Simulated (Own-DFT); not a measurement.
# Computed records: Si3N4 (beta silicon nitride, atoms displaced)

Computed with Own-DFT development build. A calculation, not a measurement: plane-wave PBE density functional theory by an unreviewed code, no spin, of a simulated periodic cell, stress positive in tension, free energy of the whole cell less one offset for each atom, some atoms lie very close together; forces on such cells moved up to 12 meV/angstrom on a denser k mesh; offsets are fitted by least squares, one for each functional and potential file, so energies compare only between cells with the same atoms and settings and are not formation energies; the far tail of each file's local potential was reset to the Coulomb form; each entry is a single point on an unrelaxed cell, so the pressure reflects the starting lattice, mostly measured values (interpolated for alloys), from which strain is counted, and rises with the displacements; printed positions are rounded, which can move forces by about a meV/angstrom; the program, named Own-DFT, is a retired in-house code; no spin-orbit coupling; before rounding, a Quantum ESPRESSO 7.3.1 run of the same cell and cutoff gave forces within 1 meV/angstrom rms on each cell, which checks the program and not the settings.

Settings shared by all entries: functional PBE; potential files PseudoDojo norm-conserving, scalar-relativistic, standard set; wave cutoff 42 hartree; occupations Fermi-Dirac; smearing width 0.1 eV; k mesh 2 x 2 x 4 centred on Gamma.

(1) 
```xyz
112
Lattice="15.2120 0.0000 0.0000 -7.6060 13.1740 0.0000 0.0000 0.0000 5.8180" Properties=species:S:1:pos:R:3:force_x:R:1:force_y:R:1:force_z:R:1 formula=Si3N4 free_energy_of_cell_above_offsets=104.454 pressure=33.87 stress_xx=-25.07 stress_yy=-33.34 stress_zz=-43.19 stress_yz=2.62 stress_xz=3.1 stress_xy=0.15
Si    -1.7967     5.2736     0.4924        7.1     -1.371      14.23
Si     0.3646     2.2275     0.9886      -17.4      5.752     -29.19
Si     1.5537     5.4299     0.7270     -9.879      2.273     -2.646
Si     5.5191     1.7579     2.0992     -4.943     -5.061      6.906
Si     3.5130     4.0239     2.1844      2.904      -2.41     -3.028
Si     2.5467     1.2652     2.2764     -1.858     -7.471     -1.696
N      2.2516     0.0569     0.8183      1.511      4.778     -0.503
N      6.0921     2.0947     0.7573      5.096      2.302     -8.779
N      2.6383     4.3099     0.6932      7.891     -3.137     -1.092
N      1.4319     6.4956     1.9869      0.575     -0.416      4.232
N     -2.5654     4.5600     2.1106      5.572      2.996     -0.553
N      0.9197     2.1977     2.1937      17.55     -5.096      15.72
N     -0.0181     4.3001     0.6996      1.842      2.774     -0.854
N      3.8060     2.2494     2.1665      0.905      3.346      0.277
Si    -1.3752     4.8393     3.5903     -8.324      3.344     -0.832
Si     0.4725     2.3934     3.5881     -8.936      4.173      11.17
Si     1.2372     5.2819     3.6299      0.373      1.457     -4.229
Si     5.3375     1.4534     4.9683     -6.726     -7.441      17.51
Si     3.7209     3.9883     5.0147     -7.818     -5.789       1.79
Si     2.3840     1.0343     5.0472      1.131     -1.309      4.079
N      2.3128     0.0189     3.7176      0.791      5.559     -2.033
N      5.8889     2.0019     3.8145      11.77      7.351      -17.6
N      2.8353     4.6052     3.5663      0.785      -1.03      2.294
N      1.3182     6.3562     4.8139      0.867       3.62      5.176
N     -2.2515     4.3797     5.2714     -4.628     -6.274     -13.27
N      1.1252     2.1987     5.1471     -0.406     -1.054     -0.601
N      0.0150     4.1757     3.2329      4.157     -1.901      2.269
N      3.7696     2.0368     5.0812     -1.517      3.261     -0.062
Si    -5.2781    11.4928     0.6900     -1.619       1.12      4.377
Si    -3.6495     9.3003     0.5645     -0.487     -6.632      2.561
Si    -2.5788    11.9710     0.9000      4.338     -3.237     -10.75
Si     1.9052     8.1767     2.3844     -9.257     -3.711     -9.885
Si    -0.1427    10.3658     2.1567     -6.692      8.206     -3.123
Si    -1.5276     7.6460     2.2147      0.033      2.685      2.813
N     -1.5343     6.8579     0.3846     -4.053     -28.96      32.84
N      2.3848     8.4568     0.7456      0.278     -0.186     -2.363
N     -1.1609    11.0515     0.6818      6.139     -2.983     -0.546
N     -2.3947    12.9092     1.9773      0.684      10.94      13.61
N     -6.1608    11.2082     2.1242     -3.775     -1.666      2.498
N     -2.7734     8.9294     2.2121       1.27     -3.234     -3.708
N     -3.6363    10.8497     0.8292     -6.358      1.449     -2.274
N      0.1377     8.9331     2.3006      2.483     -15.29     -0.529
Si    -5.2242    11.5479     3.6492     -18.67      5.931       3.99
Si    -3.6120     9.2720     3.7741     -26.08      15.54      -35.7
Si    -2.5114    12.1037     3.7428      1.988     -7.408     -11.43
Si     1.5215     8.1797     5.0366     -0.726     -3.191      1.028
Si     0.0108    10.5020     5.2827     -7.672      2.028     -2.365
Si    -1.4088     7.7825     5.3944      2.746      33.59     -36.36
N     -1.7603     6.7198     3.7294      3.012     -1.288     -1.309
N      2.6014     8.6521     3.6343     -4.438     -1.162      6.849
N     -0.9803    10.8238     3.4240     -3.766      5.013        7.8
N     -2.4121    12.8289     5.0486     -0.121      5.363      7.454
N     -6.1798    11.1835     5.2464     -1.594     -1.478      -6.32
N     -2.9153     8.7568     4.6534      26.57     -17.24      38.81
N     -4.1260    10.8008     3.2233      18.19     -6.403     -0.519
N     -0.1095     8.8769     4.9519      2.751     -2.822      2.047
Si     6.0176     5.0920     0.6772      3.372     -0.213       0.64
Si     7.9295     2.9314     0.5606     -2.269     -20.08      11.12
Si     8.9738     5.3272     0.6546        5.1      4.535      2.666
Si    12.9560     1.4019     2.2194      6.584     -0.188     -2.499
Si    11.1193     3.9671     2.1589      7.553     -8.788     -9.445
Si    10.0312     1.0649     2.3868      -0.22      19.54     -19.96
N      9.7706     0.2475     0.7663      0.211      1.578     -1.049
N     13.6232     2.0279     0.7524      5.428     -0.957     -0.893
N     10.4470     4.1198     0.6971       -3.8      4.176     -3.772
N      8.9292     6.3907     2.2118     -0.538     -8.795     -0.703
N      5.4035     4.5634     2.1386     -5.442     -2.248     -1.584
N      8.7421     2.3427     2.1887     -1.855     -1.717       1.56
N      7.7938     4.2880     0.6956     -9.005      20.55      1.267
N     11.5717     1.9101     2.0958     -13.61      6.434      1.135
Si     5.6068     5.0127     3.6899      12.27      12.29     -15.85
Si     7.6742     2.7615     3.7840      3.111     -5.079     -2.647
Si     8.9458     5.4712     3.8821      0.477     -6.799     -12.12
Si    12.9082     1.7477     4.9253      1.928     -6.635      11.37
Si    11.3555     3.8715     5.0975     -2.752       -0.4     -2.331
Si    10.2133     0.9718     5.0344      -0.36      0.583      1.478
N     10.0766     0.0910     3.3311     -2.216     -15.55         21
N     13.6319     1.8622     3.6442      10.15      2.432      -6.51
N     10.5372     4.4697     3.3472      -8.17      5.712      18.74
N      9.0179     6.4906     4.9861     -0.518     -6.802       8.55
N      5.2473     4.3484     4.8549     -1.793     -5.418      17.81
N      8.5845     2.3757     5.2028      5.816     -7.448     -11.24
N      7.7322     4.2956     3.5742      -2.75      6.546      1.084
N     11.4284     2.1309     5.1539     -5.817       2.72     -1.006
Si     1.8776    11.8448     0.8476      6.317     -2.106        6.3
Si     3.9007     9.1496     0.6276      2.404      4.673      5.048
Si     5.0353    12.0946     0.7785      -0.04     -5.935     -3.352
Si     9.0903     7.8949     2.0025     -0.483      8.708      4.162
Si     7.2664    10.5167     2.3319      5.861     -1.925     -8.615
Si     6.2557     7.8386     2.2540      10.82     -17.55       1.67
N      6.3816     6.8043     0.8626     -1.769     -4.039     -0.957
N      9.9467     8.4680     0.7646      4.213      1.561     -4.498
N      6.4362    10.9178     0.4845     -3.332      3.016      9.839
N      5.1112    13.0093     2.0630      1.678     -5.347      4.886
N      1.2896    11.0630     2.2758      3.846      3.729      0.152
N      5.1574     8.6382     2.2809      -24.8       13.7      0.697
N      3.7608    10.8025     0.9987     -1.748      1.867     -0.733
N      7.4207     8.7579     2.1952      11.21      5.378     -0.042
Si     1.7639    11.7224     3.8406       6.82       2.45      -13.4
Si     4.0327     9.1253     3.8491      4.345      7.629     -11.35
Si     5.1712    11.6425     3.5266      9.255      12.89      0.461
Si     9.2657     8.0000     4.9075      -6.82      5.849      11.21
Si     7.2358    10.5561     5.0628      9.882     -6.868      3.684
Si     5.9919     7.5281     5.2525      5.352      5.042     -4.623
N      6.2544     6.6900     3.6539      -2.76     -1.514      2.729
N     10.0180     8.3975     3.7410      6.528      4.082     -12.19
N      6.6978    11.0508     3.7190     -2.831       2.59     -4.361
N      4.8372    12.7283     5.1091      0.668      4.657     -3.519
N      1.5630    11.2626     5.2352     -4.544     -5.282      3.875
N      4.8518     9.0657     5.0894      5.975     -5.662      7.438
N      3.8905    11.0957     3.6905     -16.71     -12.03      1.218
N      7.6624     8.5982     5.1519     -3.778      2.263     -0.741
```

Units: free_energy_of_cell_above_offsets in eV; pressure, stress_xx, stress_yy, stress_zz, stress_yz, stress_xz, stress_xy in GPa; force_x, force_y, force_z in eV/Å.

(2) 
```xyz
112
Lattice="15.2120 0.0000 0.0000 -7.6060 13.1740 0.0000 0.0000 0.0000 5.8180" Properties=species:S:1:pos:R:3:force_x:R:1:force_y:R:1:force_z:R:1 formula=Si3N4 free_energy_of_cell_above_offsets=104.508 pressure=34.34 stress_xx=-21.67 stress_yy=-27.67 stress_zz=-53.67 stress_yz=-2.72 stress_xz=-0.06 stress_xy=3.12
Si    -1.6082     5.0407     1.0362      18.99      9.273     -33.62
Si     0.3223     2.6508     0.9868     -7.519      6.851     -15.37
Si     1.4107     5.6897     0.9637      6.031     -29.84     -39.05
Si     5.4989     1.6016     2.2730     -1.955     -5.117      -8.88
Si     3.3350     4.1916     2.1317      13.21     -7.294      1.178
Si     2.6236     0.8964     2.3130       4.21      24.11     -27.75
N      2.0241     0.2043     0.9380      0.661     -2.842     -5.597
N      6.2961     1.9766     0.7559      -0.53     -1.115      0.921
N      2.5833     4.3064     0.9089     -3.308      3.275     -13.48
N      1.1945     6.4067     1.9451      -5.06      28.12      37.84
N     -2.1943     4.6769     2.1061     -21.31     -10.84      33.85
N      0.9962     2.1628     2.1214      9.583     -6.901      14.54
N      0.2905     4.4266     0.9170     -6.208     -1.385     -2.064
N      3.9965     2.1111     2.0795     -7.422      1.475      1.147
Si    -1.5160     5.3201     3.8261      -0.17     -20.02     -0.684
Si     0.3304     2.5260     3.7338     -0.008      9.152     -12.11
Si     1.3595     5.6399     3.6917     -1.482     -11.13     -16.12
Si     5.2116     1.5202     5.0339      11.57     -3.791       2.48
Si     3.3797     3.8271     4.8581      4.941      2.178      5.931
Si     2.5655     0.9644     5.1267     -1.096      2.584       1.98
N      2.5025     0.1716     3.3774     -4.026     -16.39      31.02
N      6.0426     1.9059     3.6493      5.836      3.084       4.98
N      2.7466     4.3763     3.4658     -5.862      3.412      8.559
N      1.2639     6.2352     4.9573      0.507      10.13      16.32
N     -2.2771     4.5131     5.2625     -1.223      1.566     -2.503
N      0.8699     2.1646     5.0275      8.559     -4.548      12.93
N      0.1030     4.4045     3.2409     -1.022      0.859      5.153
N      3.9857     2.2895     5.2890     -13.77      3.071     -0.355
Si    -5.7176    11.5908     0.8108      8.722      2.843      0.547
Si    -3.5672     9.2048     0.7410     -4.139      6.918     -9.227
Si    -2.1952    11.9258     0.8467        -33      29.44     -4.538
Si     1.4839     8.1338     1.9434     -0.078      1.099     -0.942
Si    -0.3100    10.4506     2.3511      3.206     -3.477     -7.702
Si    -1.7228     7.7403     2.1323      9.629     -2.058      2.894
N     -1.4509     6.8448     0.8155      0.021     -5.067      0.544
N      2.4262     8.4904     0.5183      2.601      0.691      2.677
N     -1.3209    11.0305     0.9905      32.13     -28.13      0.995
N     -2.3524    12.8881     2.3745     -0.272      2.781     -4.663
N     -5.9907    11.1453     2.3672     -9.494     -6.869     -10.53
N     -2.9364     8.6116     1.9571     -2.129      2.007      10.62
N     -3.7262    11.0442     0.3027     -1.401     -1.251       4.94
N     -0.0273     8.8938     1.7937       -2.6      -2.38      3.806
Si    -5.6127    11.7785     3.6061      6.925      1.794      11.33
Si    -3.6710     9.4294     3.7431     -0.034     -5.197      0.266
Si    -2.6503    12.0013     3.6915      3.988      0.611      1.467
Si     1.7533     8.1923     4.8926     -7.203     -2.267      6.122
Si    -0.3210    10.4692     5.2366      1.105       0.13     -1.834
Si    -1.2198     7.5010     5.1868     -2.188      6.591     -0.084
N     -1.3708     6.7427     3.7575      0.224      14.05     -4.781
N      2.2567     8.3842     3.4632      4.831      1.683     -4.459
N     -0.9768    11.0680     3.5307     -6.336      2.612      12.06
N     -2.5662    13.0474     5.0762      0.268     -2.315      1.603
N     -6.1656    11.1364     5.1563     -4.586      0.091     -4.334
N     -2.8861     8.6575     5.0926      2.409     -0.472     -1.488
N     -3.9679    11.0349     3.7126      -1.34     -0.454     -1.637
N     -0.1118     8.7774     5.2486      2.701     -0.356     -3.046
Si     5.8075     4.9252     1.1985      15.74      5.113     -30.71
Si     7.9661     2.4809     0.8271     -4.601       3.65     -1.828
Si     9.0320     5.1562     0.6279     -9.756      6.725      5.736
Si    13.1638     1.7154     2.2033     -2.606     -2.407      1.735
Si    10.9726     3.9319     2.1677      2.443      0.185      0.016
Si    10.4498     1.3045     1.8590     -30.65     -28.57     -3.903
N      9.8544     0.1822     0.7031      2.216      1.006          0
N     13.7311     1.8975     0.7623      3.251      0.677     -4.624
N     10.3626     4.5193     0.6871      9.705     -6.059     -0.014
N      9.0365     6.3917     2.1941      1.624     -5.916      1.707
N      5.2494     4.7048     2.3851     -15.03     -6.281       17.5
N      8.8729     2.2169     2.1564     -0.577     -0.683      1.918
N      7.5962     4.4877     0.6496     -4.978     -5.057      3.335
N     11.2815     2.2091     2.1612      29.41      26.58      8.927
Si     6.0831     5.1179     3.6737      2.539     -21.09      5.989
Si     7.5958     2.6189     3.5959      4.494       1.45      1.543
Si     9.1449     5.5838     3.8336     -4.223     -2.643     -6.746
Si    12.8797     1.3484     5.0773      4.956      1.957      1.228
Si    10.9393     3.8866     4.9255      8.699     -0.356      9.198
Si    10.1269     1.0641     4.9950      -3.47      2.235      1.302
N      9.9900     0.0831     3.7522      1.365     -0.648      -4.76
N     -1.0308     1.8231     3.4787     -9.342     -3.502      2.619
N     10.1210     4.1332     3.6827     -0.277       2.64     -7.143
N      8.8203     6.1618     5.2605      1.773      8.172     -2.286
N      5.0304     4.7124     5.0377     -1.833     -1.493      3.279
N      8.3890     2.2517     5.0967      5.565      -3.64     -2.371
N      7.7578     4.3052     3.8169     -3.942      2.127     -2.477
N     11.5854     2.3616     5.2697     -4.226     -3.742     -1.705
Si     2.1660    11.6416     0.7519      1.306     -1.812     -0.008
Si     4.3236     9.3808     0.7078     -5.527     -0.595      1.733
Si     5.4157    11.9129     0.7853     -4.355     -1.515      3.087
Si     9.2040     7.9783     2.2690      3.374      2.178     -2.103
Si     7.3220    10.5572     2.2512      11.69     -8.327     -5.408
Si     6.3564     7.6088     2.2265     -3.912      5.639      10.85
N      6.5867     6.9552     0.9729      -2.06     -8.134     -15.08
N     10.0339     8.7127     0.7389     -2.875     -1.368      1.094
N      6.6988    10.7271     0.8084      -2.38      1.902     -4.282
N      5.5002    12.7152     2.2855     -0.351      6.692     -6.453
N      1.2861    10.9921     2.3854     -2.525     -0.301     -10.73
N      4.6844     8.7830     2.2110      4.183     -2.995      0.317
N      3.7911    10.9717     0.5406      2.438      1.404      2.097
N      7.7143     8.5522     2.2679     -2.745       7.56      0.389
Si     2.1094    11.4428     3.5403      8.296      6.086      6.429
Si     4.0011     9.0871     3.7107      -2.77      4.886     -4.018
Si     5.3807    12.0745     3.6725     -6.176     -5.918      2.772
Si     9.2799     8.2605     5.0721       0.37     -3.816      7.957
Si     7.3790    10.5765     5.0873      1.105     -4.587     -3.094
Si     6.4452     7.6612     5.0246     -2.347     -2.562      3.686
N      6.0940     6.4880     3.7611      1.943      26.27      0.179
N     10.0442     8.2903     3.7563      5.875      3.052     -6.765
N      6.4840    10.8271     3.3891       -4.4      2.227      14.46
N      5.2851    12.7359     5.2129      1.411      4.488     -2.722
N      1.5579    11.1547     5.0388     -6.337     -2.333      5.049
N      4.8259     8.8351     5.0818      5.314     -3.626     -0.352
N      3.7296    10.9289     3.5534      2.441      -1.29      0.292
N      7.7723     8.6175     4.8075      -5.34      5.391      1.313
```

Units: free_energy_of_cell_above_offsets in eV; pressure, stress_xx, stress_yy, stress_zz, stress_yz, stress_xz, stress_xy in GPa; force_x, force_y, force_z in eV/Å.
